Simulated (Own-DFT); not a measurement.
# Computed records: AlGa₃N₄ (wurtzite random alloy, strained, atoms displaced)

A calculation, not a measurement: plane-wave PBE density functional theory by an unreviewed code, no spin, of a simulated periodic cell, stress positive in tension, free energy of the whole cell less one offset for each atom, forces on such cells passed a denser k mesh, this cell's mesh not checked; offsets are fitted by least squares, one for each functional and potential file, so energies compare only between cells with the same atoms and settings and are not formation energies; the far tail of each file's local potential was reset to the Coulomb form; each entry is a single point on an unrelaxed cell, so the pressure reflects the starting lattice, mostly measured values, from which strain is counted, and rises with the displacements; printed positions are rounded, which can move forces by about a meV/angstrom; the program is a retired in-house code; no spin-orbit coupling. Program: Own-DFT development build.

Settings shared by all entries: functional PBE; k mesh 4 x 4 x 3 centred on Gamma.

(1) AlGa₃N₄ (wurtzite random alloy, strained, atoms displaced)

```
cell vectors (Å)
   9.5092     0.0000     0.0000
  -4.7546     8.2353     0.0000
   0.0000     0.0000    10.1915
atoms (fractions of the cell vectors)
Ga  0.11129  0.22139  0.99489
Al  0.22271  0.10398  0.24611
N   0.11120  0.21838  0.19439
N   0.22456  0.10470  0.44395
Ga  0.11838  0.22779  0.49122
Ga  0.21987  0.10151  0.74911
N   0.10909  0.22084  0.68148
N   0.22698  0.10810  0.93576
Ga  0.11965  0.57359  0.99930
Ga  0.21993  0.45224  0.25166
N   0.10844  0.55177  0.18192
N   0.22901  0.45232  0.44785
Al  0.10806  0.55326  0.49860
Ga  0.22723  0.44432  0.74700
N   0.11606  0.54540  0.69372
N   0.22914  0.44933  0.93584
Ga  0.09746  0.88901  0.99737
Ga  0.22231  0.77157  0.25240
N   0.11339  0.89745  0.18730
N   0.22201  0.77621  0.43114
Ga  0.11250  0.88418  0.49708
Ga  0.22468  0.77044  0.75328
N   0.11322  0.89108  0.68951
N   0.21080  0.77918  0.93516
Ga  0.43717  0.22411  0.00799
Ga  0.55566  0.11468  0.25121
N   0.44432  0.22240  0.18701
N   0.55275  0.11419  0.43996
Ga  0.44193  0.22218  0.50535
Ga  0.55675  0.09919  0.74747
N   0.44490  0.21727  0.69398
N   0.55358  0.10825  0.93938
Ga  0.44714  0.55436  0.00697
Ga  0.54898  0.45214  0.24239
N   0.44645  0.55547  0.19020
N   0.55502  0.43457  0.43707
Ga  0.44691  0.55290  0.49910
Ga  0.56243  0.45408  0.74848
N   0.43861  0.54330  0.69188
N   0.55872  0.43877  0.93763
Ga  0.45176  0.89653  0.00590
Al  0.56575  0.78247  0.25352
N   0.43871  0.88741  0.19034
N   0.55982  0.78398  0.44581
Al  0.45150  0.89074  0.49802
Al  0.55780  0.77261  0.74495
N   0.44175  0.89545  0.68639
N   0.55802  0.77356  0.94555
Al  0.77605  0.22094  0.00080
Ga  0.89021  0.11137  0.24992
N   0.78313  0.22576  0.19589
N   0.87990  0.10372  0.43162
Al  0.78333  0.22734  0.50192
Ga  0.88305  0.10369  0.75866
N   0.78368  0.22354  0.67907
N   0.89389  0.09907  0.92768
Ga  0.78524  0.55522  0.99428
Ga  0.88992  0.43713  0.25375
N   0.77946  0.55109  0.18087
N   0.90056  0.44086  0.43128
Al  0.78497  0.55422  0.50330
Ga  0.88912  0.45830  0.75096
N   0.77816  0.55698  0.68928
N   0.89527  0.45099  0.94614
Ga  0.77833  0.89198  0.00157
Ga  0.88798  0.77620  0.25866
N   0.77204  0.88507  0.18037
N   0.89900  0.77984  0.45123
Al  0.78960  0.89928  0.49330
Ga  0.88990  0.77730  0.74438
N   0.77023  0.88679  0.69492
N   0.88022  0.77485  0.94697
```

- potential files: PseudoDojo norm-conserving, scalar-relativistic, standard set with the stringent files for Ga
- wave cutoff: 96 hartree
- occupations: Gaussian
- smearing width: 0.01 eV
- free energy of cell above offsets: -7.854 eV
- pressure: 8.88 GPa
- stress xx: -6.6 GPa
- stress yy: -7.9 GPa
- stress zz: -12.14 GPa
- stress yz: 0.57 GPa
- stress xz: -0.52 GPa
- stress xy: -0.56 GPa

Force:
| element | x (eV/Å) | y (eV/Å) | z (eV/Å) |
| --- | --- | --- | --- |
| Ga | 0.562 | 0.668 | 0.483 |
| Al | -0.205 | 1.472 | 1.235 |
| N | 0.775 | 0.497 | -0.537 |
| N | -0.839 | 0.586 | -2.176 |
| Ga | -0.342 | -1.3 | 0.887 |
| Ga | -0.242 | 2.158 | -0.407 |
| N | 0.158 | -0.615 | 0.837 |
| N | -1.395 | 0.167 | 0.607 |
| Ga | 0.8 | -2.333 | -0.549 |
| Ga | 1.045 | -1.146 | 0.022 |
| N | -0.055 | 0.612 | 1.281 |
| N | -1.263 | 0.059 | -1.52 |
| Al | 1.244 | 0.77 | 0.892 |
| Ga | -0.204 | -2.13 | 0.847 |
| N | -2.44 | 1.659 | -2.09 |
| N | -0.568 | -0.321 | 0.939 |
| Ga | 1.244 | 0.23 | 0.429 |
| Ga | -1.095 | 0.567 | -1.754 |
| N | 0.062 | -1.547 | 0.588 |
| N | 1.224 | -0.855 | 2.8 |
| Ga | 1.413 | 1.208 | 1.091 |
| Ga | -0.682 | 0.57 | -0.986 |
| N | 0.304 | -2.167 | -0.469 |
| N | 1.209 | 1.591 | 0.863 |
| Ga | 1.358 | -0.292 | -2.27 |
| Ga | 0.073 | -0.177 | 0.251 |
| N | -0.915 | -0.095 | 1.65 |
| N | 1.735 | -0.576 | 0.53 |
| Ga | 0.449 | -0.634 | 0.312 |
| Ga | -0.542 | 3.012 | 0.588 |
| N | 0.286 | 0.846 | -0.084 |
| N | 1.16 | 1.267 | 0.406 |
| Ga | 0.175 | -0.164 | -1.807 |
| Ga | 3.406 | -1.824 | 1.318 |
| N | -2.228 | 2.134 | 0.967 |
| N | 0.707 | 2.374 | 0.17 |
| Ga | 0.864 | 0.43 | 0.396 |
| Ga | -0.267 | -2.724 | 0.891 |
| N | 0.798 | 3.027 | -1.003 |
| N | -0.445 | 0.844 | 0.372 |
| Ga | -0.519 | -1.408 | -1.029 |
| Al | -1.56 | -0.344 | -0.314 |
| N | 1.901 | -0.122 | 0.952 |
| N | 1.157 | -0.128 | -1.272 |
| Al | -1.414 | 0.589 | 0.045 |
| Al | -1.42 | -0.249 | 1.077 |
| N | 1.753 | -3.355 | -1.067 |
| N | -1.137 | 0.462 | -1.945 |
| Al | 0.248 | 0.433 | -0.094 |
| Ga | 0.105 | -0.503 | -0.911 |
| N | -0.474 | -1.572 | -2.472 |
| N | 0.272 | 1.387 | 1.591 |
| Al | -0.359 | -1.207 | -1.422 |
| Ga | 0.44 | 1.471 | -4.911 |
| N | -0.512 | 0.373 | 1.704 |
| N | -1.662 | 2.055 | 4.863 |
| Ga | -1.657 | -0.047 | 0.898 |
| Ga | -0.964 | 1.608 | -2.187 |
| N | -0.378 | 0.493 | 2.181 |
| N | -1.438 | 0.503 | 3.318 |
| Al | -0.7 | -0.572 | -1.209 |
| Ga | 2.323 | -2.343 | 0.756 |
| N | 0.024 | 0.494 | -1.578 |
| N | 0.81 | -2.282 | -1.353 |
| Ga | -0.096 | -1.11 | -1.171 |
| Ga | 0.443 | -0.305 | -1.583 |
| N | 0.252 | 0.229 | 3.161 |
| N | -2.747 | -1.537 | -0.929 |
| Al | -0.617 | -1.498 | 1.948 |
| Ga | -0.401 | 1.149 | 1.214 |
| N | 0.682 | -0.567 | -2.134 |
| N | 0.319 | 0.054 | -2.124 |

(2) AlGa₃N₄ (wurtzite random alloy, strained, atoms displaced)

```
cell vectors (Å)
   9.5092     0.0000     0.0000
  -4.7546     8.2353     0.0000
   0.0000     0.0000    10.1915
atoms (fractions of the cell vectors)
Ga  0.10498  0.21993  0.99782
Ga  0.22080  0.11327  0.25554
N   0.10332  0.22220  0.19350
N   0.21598  0.11898  0.43950
Ga  0.09690  0.22147  0.49418
Ga  0.22963  0.11502  0.74868
N   0.11264  0.22600  0.69346
N   0.22222  0.11951  0.94587
Al  0.12591  0.55653  0.00533
Ga  0.22457  0.45039  0.25102
N   0.11774  0.54820  0.18737
N   0.22029  0.44342  0.43676
Ga  0.11239  0.55472  0.49832
Al  0.22006  0.44626  0.74253
N   0.10910  0.55692  0.68982
N   0.21346  0.44453  0.94359
Ga  0.10534  0.89211  0.00650
Ga  0.22378  0.77026  0.25631
N   0.10134  0.88178  0.19048
N   0.23271  0.78262  0.44315
Ga  0.10649  0.88367  0.50177
Al  0.22579  0.77996  0.74569
N   0.09928  0.88809  0.68470
N   0.22508  0.78017  0.94236
Ga  0.44207  0.22638  0.00055
Ga  0.54892  0.10398  0.24861
N   0.44720  0.21675  0.18924
N   0.55746  0.11845  0.44824
Ga  0.45167  0.22996  0.50482
Ga  0.56045  0.11726  0.75200
N   0.44745  0.22272  0.68542
N   0.55964  0.12034  0.94232
Al  0.44854  0.56769  0.00149
Ga  0.55786  0.44830  0.24623
N   0.43722  0.55454  0.18594
N   0.55607  0.45454  0.43838
Ga  0.44581  0.55807  0.49753
Ga  0.55099  0.43550  0.73821
N   0.43316  0.55387  0.69009
N   0.54513  0.43994  0.93145
Ga  0.44361  0.88425  0.99193
Ga  0.56572  0.78700  0.25021
N   0.44337  0.88895  0.18922
N   0.55882  0.79494  0.43731
Ga  0.44506  0.89619  0.49439
Ga  0.55977  0.77649  0.74945
N   0.44096  0.89374  0.69149
N   0.55728  0.78438  0.94113
Al  0.78157  0.23318  0.00187
Ga  0.89127  0.10669  0.25248
N   0.77820  0.21726  0.18113
N   0.89025  0.10950  0.44052
Ga  0.78263  0.22880  0.48831
Al  0.89300  0.10994  0.74779
N   0.77128  0.22864  0.70150
N   0.88553  0.11205  0.95068
Ga  0.77820  0.55886  0.99925
Ga  0.89381  0.45267  0.24843
N   0.77216  0.55725  0.18587
N   0.89239  0.44876  0.44382
Ga  0.78044  0.55498  0.49738
Al  0.89489  0.44999  0.75407
N   0.77882  0.54498  0.69330
N   0.88250  0.44255  0.93646
Ga  0.76666  0.87577  0.00229
Al  0.88946  0.77771  0.25437
N   0.77519  0.89241  0.18709
N   0.88003  0.77962  0.44963
Al  0.78651  0.90353  0.49201
Ga  0.87642  0.77026  0.74701
N   0.78764  0.89433  0.69527
N   0.88711  0.78357  0.93801
```

- potential files: PseudoDojo norm-conserving, scalar-relativistic, standard set with the stringent files for Ga
- wave cutoff: 96 hartree
- occupations: Gaussian
- smearing width: 0.01 eV
- free energy of cell above offsets: -9.014 eV
- pressure: 8.48 GPa
- stress xx: -9.64 GPa
- stress yy: -6.87 GPa
- stress zz: -8.93 GPa
- stress yz: -0.12 GPa
- stress xz: 0.82 GPa
- stress xy: -0.52 GPa

Force:
| element | x (eV/Å) | y (eV/Å) | z (eV/Å) |
| --- | --- | --- | --- |
| Ga | -0.36 | 0.627 | 0.852 |
| Ga | 0.103 | 0.039 | -1.159 |
| N | 1.714 | 0.436 | -0.291 |
| N | 1.395 | -0.88 | 0.952 |
| Ga | 2.929 | 1.266 | 1.813 |
| Ga | -1.167 | -0.749 | 0.494 |
| N | -0.638 | 0.158 | -0.599 |
| N | 0.478 | -1.359 | -1.144 |
| Al | -2.969 | 0.77 | -1.047 |
| Ga | 1.09 | -2.048 | -0.009 |
| N | -2.522 | 1.605 | -0.127 |
| N | 0.051 | 0.47 | 0.665 |
| Ga | 0.399 | 0.659 | 0.898 |
| Al | -0.682 | -0.38 | 1.728 |
| N | 0.392 | 0.283 | 0.264 |
| N | 2.369 | 0.649 | -1.681 |
| Ga | 0.959 | 0.055 | -1.304 |
| Ga | -0.48 | 0.782 | -1.354 |
| N | 0.38 | -0.033 | 1.63 |
| N | -2.195 | -1.089 | -0.454 |
| Ga | 0.061 | 1.283 | -0.568 |
| Al | -1.194 | -0.02 | 0.848 |
| N | 2.076 | -0.218 | 1.588 |
| N | -1.067 | -1.164 | -1.086 |
| Ga | 0.672 | -0.389 | 0.058 |
| Ga | 1.077 | 1.06 | 0.14 |
| N | -1.49 | 1.031 | 0.575 |
| N | 0.306 | 0.085 | -1.76 |
| Ga | -1.507 | -0.264 | -1.752 |
| Ga | -0.574 | -1.023 | 0.816 |
| N | -0.576 | -0.909 | 0.635 |
| N | 0.297 | -0.646 | 0.163 |
| Al | -0.274 | -2.155 | -0.999 |
| Ga | -1.04 | -1.118 | 0.153 |
| N | 1.495 | 1.022 | -0.228 |
| N | 1.079 | -0.792 | -0.181 |
| Ga | -0.996 | 1.097 | 0.326 |
| Ga | -0.29 | 1.762 | 1.739 |
| N | 1.176 | 0.197 | -0.511 |
| N | -0.296 | 2.075 | 0.836 |
| Ga | -1.069 | 2.442 | 1.165 |
| Ga | -1.637 | -1.161 | -0.083 |
| N | 0.103 | -0.899 | -0.257 |
| N | 1.992 | -0.977 | 0.686 |
| Ga | 0.861 | 0.596 | 2.031 |
| Ga | -0.859 | 0.771 | -0.465 |
| N | 0.583 | -0.638 | -0.209 |
| N | 0.18 | -2.193 | -0.743 |
| Al | 0.153 | -1.431 | -1.09 |
| Ga | -1.259 | 0.872 | -1.466 |
| N | -0.515 | 0.894 | 2.17 |
| N | -2.075 | 0.109 | -0.557 |
| Ga | -0.554 | -0.832 | 2.39 |
| Al | -1.204 | 1.015 | 1.81 |
| N | 3.646 | 0.443 | -2.012 |
| N | -0.864 | -0.518 | -2.115 |
| Ga | -0.311 | -0.604 | -1.305 |
| Ga | -0.03 | -1.45 | -0.691 |
| N | 1.207 | 1.276 | 1.189 |
| N | 0.152 | 0.314 | -1.669 |
| Ga | -0.984 | 0.27 | 1.278 |
| Al | -0.077 | -1.015 | 0.076 |
| N | -0.755 | 0.811 | -0.976 |
| N | 1.526 | 1.244 | 0.987 |
| Ga | 0.787 | 2.83 | -0.389 |
| Al | -0.922 | -0.008 | -0.187 |
| N | 2.232 | -1.21 | 1.223 |
| N | 0.577 | 0.066 | -2.304 |
| Al | -1.125 | -2.505 | 2.232 |
| Ga | 1.545 | -0.133 | 0.496 |
| N | -1.974 | 0.41 | -2.147 |
| N | 0.491 | -0.968 | 0.007 |

(3) AlGa₃N₄ (wurtzite random alloy, strained, atoms displaced)

```
cell vectors (Å)
   9.5806     0.0000     0.0000
  -4.7903     8.2970     0.0000
   0.0000     0.0000    10.2685
atoms (fractions of the cell vectors)
Ga  0.11584  0.22268  0.00279
Ga  0.22859  0.11892  0.25237
N   0.10446  0.20856  0.18565
N   0.21597  0.11063  0.43852
Ga  0.10716  0.22084  0.50345
Ga  0.22365  0.11633  0.74640
N   0.11076  0.21511  0.68557
N   0.22530  0.11364  0.93947
Al  0.10297  0.55077  0.00133
Ga  0.21791  0.43517  0.25675
N   0.10959  0.55782  0.19276
N   0.21342  0.44065  0.43954
Ga  0.10434  0.54784  0.50374
Ga  0.22425  0.45461  0.75716
N   0.12500  0.56528  0.68044
N   0.21324  0.42856  0.93613
Ga  0.10947  0.89186  0.00786
Ga  0.21864  0.78781  0.24400
N   0.10934  0.88280  0.19330
N   0.21377  0.77644  0.45154
Ga  0.11644  0.89080  0.49991
Ga  0.21037  0.77039  0.75214
N   0.10845  0.89082  0.68677
N   0.22303  0.78192  0.93806
Ga  0.44205  0.22830  0.00063
Ga  0.56421  0.10695  0.25663
N   0.44009  0.20982  0.18655
N   0.55580  0.11321  0.44395
Ga  0.43849  0.21466  0.49570
Al  0.55605  0.11024  0.75016
N   0.44851  0.21773  0.69092
N   0.55510  0.11476  0.93796
Ga  0.44631  0.56188  0.99558
Ga  0.56784  0.44163  0.24853
N   0.43169  0.55547  0.18772
N   0.54801  0.43647  0.43392
Ga  0.44302  0.55495  0.49705
Ga  0.56174  0.44478  0.74882
N   0.44847  0.55139  0.68936
N   0.56591  0.46883  0.93524
Al  0.44055  0.88656  0.00608
Ga  0.56025  0.77618  0.25332
N   0.44559  0.88395  0.18573
N   0.56110  0.78349  0.43402
Ga  0.44618  0.88620  0.49850
Ga  0.55331  0.77185  0.75390
N   0.43206  0.88539  0.68805
N   0.56047  0.77938  0.93367
Ga  0.77636  0.22268  0.99501
Ga  0.88634  0.10593  0.24627
N   0.78624  0.23011  0.18560
N   0.89395  0.10169  0.44022
Ga  0.78257  0.22468  0.50400
Al  0.90460  0.11967  0.75372
N   0.78083  0.22461  0.68486
N   0.89014  0.10571  0.95496
Al  0.77654  0.55105  0.00609
Al  0.88518  0.45075  0.25922
N   0.76939  0.54438  0.18562
N   0.87861  0.43923  0.43587
Ga  0.77473  0.54649  0.49626
Al  0.88680  0.44333  0.75361
N   0.77304  0.54646  0.69286
N   0.89303  0.44995  0.94022
Al  0.77099  0.88933  0.00791
Al  0.89253  0.77652  0.24976
N   0.76278  0.87123  0.18842
N   0.87970  0.76960  0.43974
Ga  0.77879  0.88472  0.49564
Ga  0.88312  0.78508  0.75255
N   0.76795  0.88450  0.68595
N   0.89208  0.78339  0.94185
```

* potential files: PseudoDojo norm-conserving, scalar-relativistic, standard set
* wave cutoff: 42 hartree
* occupations: Fermi-Dirac
* smearing width: 0.1 eV
* free energy of cell above offsets: 7.093 eV
* pressure: 4.45 GPa
* stress xx: -4.18 GPa
* stress yy: -1.03 GPa
* stress zz: -8.12 GPa
* stress yz: 0.68 GPa
* stress xz: 0.45 GPa
* stress xy: 0.1 GPa

Force:
| element | x (eV/Å) | y (eV/Å) | z (eV/Å) |
| --- | --- | --- | --- |
| Ga | -0.16 | -1.201 | -0.155 |
| Ga | -0.347 | -0.976 | -0.119 |
| N | 0.189 | 1.058 | 1.103 |
| N | 0.589 | 0.065 | 0.078 |
| Ga | 0.544 | 0.041 | -0.657 |
| Ga | 1.307 | -0.989 | 0.691 |
| N | -1.19 | 1.377 | 1.231 |
| N | -0.201 | -0.272 | -0.199 |
| Al | 1.192 | 0.789 | 0.737 |
| Ga | -0.753 | 0.548 | -1.499 |
| N | -0.91 | -0.688 | -0.608 |
| N | 0.686 | 0.034 | 0.693 |
| Ga | -0.265 | 1.051 | -1.876 |
| Ga | 1.055 | -1.008 | -1.811 |
| N | -1.862 | -2.374 | 2.519 |
| N | -0.952 | 2.972 | 1.088 |
| Ga | 0.275 | 0.058 | -1.56 |
| Ga | 3.154 | -2.222 | 1.988 |
| N | -2.815 | 1.477 | -0.137 |
| N | 1.75 | -0.589 | -2.354 |
| Ga | -1.767 | -0.131 | 0.462 |
| Ga | 0.159 | 2.081 | -0.381 |
| N | -0.474 | -0.163 | 0.75 |
| N | 0.596 | -1.266 | 1.511 |
| Ga | 0.848 | 0.32 | -0.708 |
| Ga | -0.461 | 0.162 | -1.211 |
| N | 0.765 | 1.106 | 0.636 |
| N | 0.862 | -0.553 | -0.498 |
| Ga | -0.249 | 0.577 | 1.078 |
| Al | -0.02 | -0.82 | -0.205 |
| N | -0.198 | 0.245 | -0.319 |
| N | 0.092 | -0.913 | -0.348 |
| Ga | -0.826 | -0.431 | 1.064 |
| Ga | -3.635 | -1.178 | 0.012 |
| N | 1.69 | -0.611 | 0 |
| N | 0.196 | 0.439 | 0.55 |
| Ga | -0.006 | 0.041 | 0.261 |
| Ga | -0.933 | -0.861 | 0.078 |
| N | -0.99 | -0.008 | -0.413 |
| N | 1.324 | -2.039 | 1.063 |
| Al | 0.303 | 0.476 | -1.791 |
| Ga | -2.156 | -1.438 | -0.701 |
| N | -0.341 | 0.632 | 0.522 |
| N | -0.535 | -1.005 | 1.239 |
| Ga | -0.878 | -0.144 | 0.758 |
| Ga | -0.956 | 0.768 | -1.693 |
| N | 1.494 | 0.892 | 0.703 |
| N | -1.17 | 1.191 | 2.263 |
| Ga | 0.191 | -0.125 | 0.643 |
| Ga | -0.25 | -0.116 | 0.294 |
| N | -0.427 | 0.149 | 1.176 |
| N | -1.68 | 1.067 | -0.818 |
| Ga | 0.116 | -1.221 | -1.122 |
| Al | -1.747 | -1.616 | 0.171 |
| N | 0.646 | -0.021 | 2.777 |
| N | -0.536 | 0.007 | -2.453 |
| Al | -0.212 | 1.254 | -1.769 |
| Al | 1.651 | -0.852 | -2.31 |
| N | 2.394 | 2.271 | 0.243 |
| N | 1.343 | 0.005 | 0.26 |
| Ga | -1.416 | 0.844 | 1.463 |
| Al | 0.199 | 0.331 | -0.661 |
| N | 1.837 | 1.164 | -0.76 |
| N | -0.544 | -0.027 | -0.695 |
| Al | 1.033 | -0.673 | -1.239 |
| Al | -1.099 | -0.454 | 0.292 |
| N | 2.87 | 1.49 | -0.319 |
| N | 1.337 | -0.064 | -1.494 |
| Ga | -0.294 | -0.094 | 1.048 |
| Ga | 1.006 | -0.782 | -0.254 |
| N | 0.573 | 1.819 | 0.518 |
| N | -1.011 | -0.875 | 1.178 |
